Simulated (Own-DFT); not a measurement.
# Energy and forces against displacement in a stack of Si and Ge or SiGe layers, 96 atoms (Ge48Si48)

Calculated results; nothing here was measured. The program, named Own-DFT, is a retired in-house plane-wave density functional code that no person has reviewed. Each row is one single-point run on a periodic cell that was not relaxed, without spin or spin-orbit coupling.

Settings of every run: PBE; PseudoDojo norm-conserving scalar-relativistic files; cutoff 42 hartree; 3 x 3 x 2 k mesh centred on Gamma; Fermi-Dirac smearing of 0.1 eV.

Known limits: forces on such cells moved up to 12 meV/angstrom on a denser k mesh; stress not checked against mesh or cutoff.

Cell vectors in Å: (10.862, 0.000, 0.000); (0.000, 10.862, 0.000); (0.000, 0.000, 16.293). In each run every atom was moved at random and independently from its ideal site; u is the rms move along one axis. The random placing of the alloy's atoms differs from row to row. E is the free energy for each atom above the fitted value at u = 0, and F the rms of the force components.

```
run,u (Å),E (meV/atom),F (eV/Å),largest force (eV/Å),P (GPa)
1,0.0295,20.1,0.582,1.96,9.17
2,0.0302,18.8,0.587,2.51,9.15
3,0.0323,21.0,0.603,2.09,9.19
4,0.0612,?,?,?,?
5,0.0647,96.6,1.274,4.77,10.16
6,0.0943,187.8,1.829,6.96,11.19
7,0.1016,210.9,1.921,7.64,11.61
8,0.1082,253.7,2.084,9.36,12.11
```

## Worked fit

For small independent moves the energy grows as E = (3/2) K u², with K the mean stiffness felt by one atom. The runs with u up to 0.11 Å give K = 14.3 ± 0.4 eV/Å², with residuals divided by u² + 0.0006 Å², since the noise grows with the moves. The scatter is 3.1 meV/atom at u = 0.05 Å. The forces follow F = G u with G = 19.3 eV/Å²; no force at u = 0 is resolved. G exceeds K because the moves of its neighbours add to the force on an atom, and stiffness differs between atoms. The pressure follows P = 8.94 + 264 u² GPa: at fixed volume, shortened bonds push harder than stretched ones pull.

## Withheld run

Question: what energy and rms force should run 4 give?

The fit gives 80 ± 5 meV/atom and about 1.18 eV/Å. The calculation gave 82.7 meV/atom and 1.269 eV/Å.
